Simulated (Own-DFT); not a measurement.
# Response to strain: wurtzite AlGaN with randomly placed atoms, 72 atoms (Al27Ga9N36)

Calculated results; nothing here was measured. The program, named Own-DFT, is a retired in-house plane-wave density functional code that no person has reviewed. Each row is one single-point run on a periodic cell that was not relaxed, without spin or spin-orbit coupling.

Settings of every run: PBEsol; PseudoDojo norm-conserving scalar-relativistic files, made for PBE; cutoff 42 hartree; 4 x 4 x 3 k mesh centred on Gamma; Fermi-Dirac smearing of 0.1 eV.

Known limits: forces on such cells passed a denser k mesh, each cell not checked; stress not checked against mesh or cutoff.

Unstrained cell vectors in Å: (9.394, 0.000, 0.000); (-4.697, 8.135, 0.000); (0.000, 0.000, 10.066). The unstrained cell has measured lattice constants (interpolated for alloys), not those of this functional. That, the random moves and any unrelaxed bonds set the pressure at no strain. Each run strains this cell uniformly, with the atoms carried along. Every atom was also moved at random, by a Gaussian of width 0.05 Å on each axis. The random placing of the alloy's atoms differs from row to row. Strain is the symmetric tensor, in per cent. Stress is positive in tension, and the pressure is minus a third of its trace.

| run | e_xx (%) | e_yy (%) | e_zz (%) | s_xx (GPa) | s_yy (GPa) | s_zz (GPa) | P (GPa) | E (meV/atom) |
|---|---|---|---|---|---|---|---|---|
| 1 | -2.00 | -2.00 | 0.00 | -15.05 | -14.69 | -7.32 | 12.35 | 26.4 |
| 2 | -3.00 | -3.00 | 0.00 | -28.52 | -21.72 | -6.03 | 18.76 | 82.4 |
| 3 | 3.00 | 3.00 | 0.00 | 11.35 | 12.28 | -1.40 | -7.41 | 27.4 |
| 4 | -0.25 | -0.25 | 0.00 | -5.05 | -3.21 | -4.38 | 4.21 | 3.8 |
| 5 | 2.50 | 2.50 | 0.00 | 8.72 | 8.40 | 1.15 | -6.09 | 17.1 |
| 6 | 1.00 | 1.00 | 0.00 | 2.54 | 1.20 | -0.51 | -1.08 | 0.0 |
| 7 | -2.25 | -2.25 | 0.00 | -17.14 | -18.27 | -8.13 | 14.51 | 65.6 |
| 8 | 0.25 | 0.25 | 0.00 | -1.77 | -2.41 | -4.05 | 2.75 | 19.3 |
| 9 | 1.25 | 1.25 | 0.00 | ? | ? | ? | ? | ? |

E is the free energy for each atom above the lowest run shown.

## Worked fit

The change of volume is close to e_xx + e_yy + e_zz. A straight line through the runs shown gives P = 4.44 - 217 x (fractional change of volume) GPa, with an error of 10 on the slope and a scatter of 1.18 GPa. The strain isn't the same on all axes and the cell isn't cubic, so the slope belongs to this path and is not the bulk modulus.

## Withheld run

Question: what pressure should run 9 give? Its volume changes by 2.52 %.

The line gives -1.0 GPa. The calculation gave -1.29 GPa.
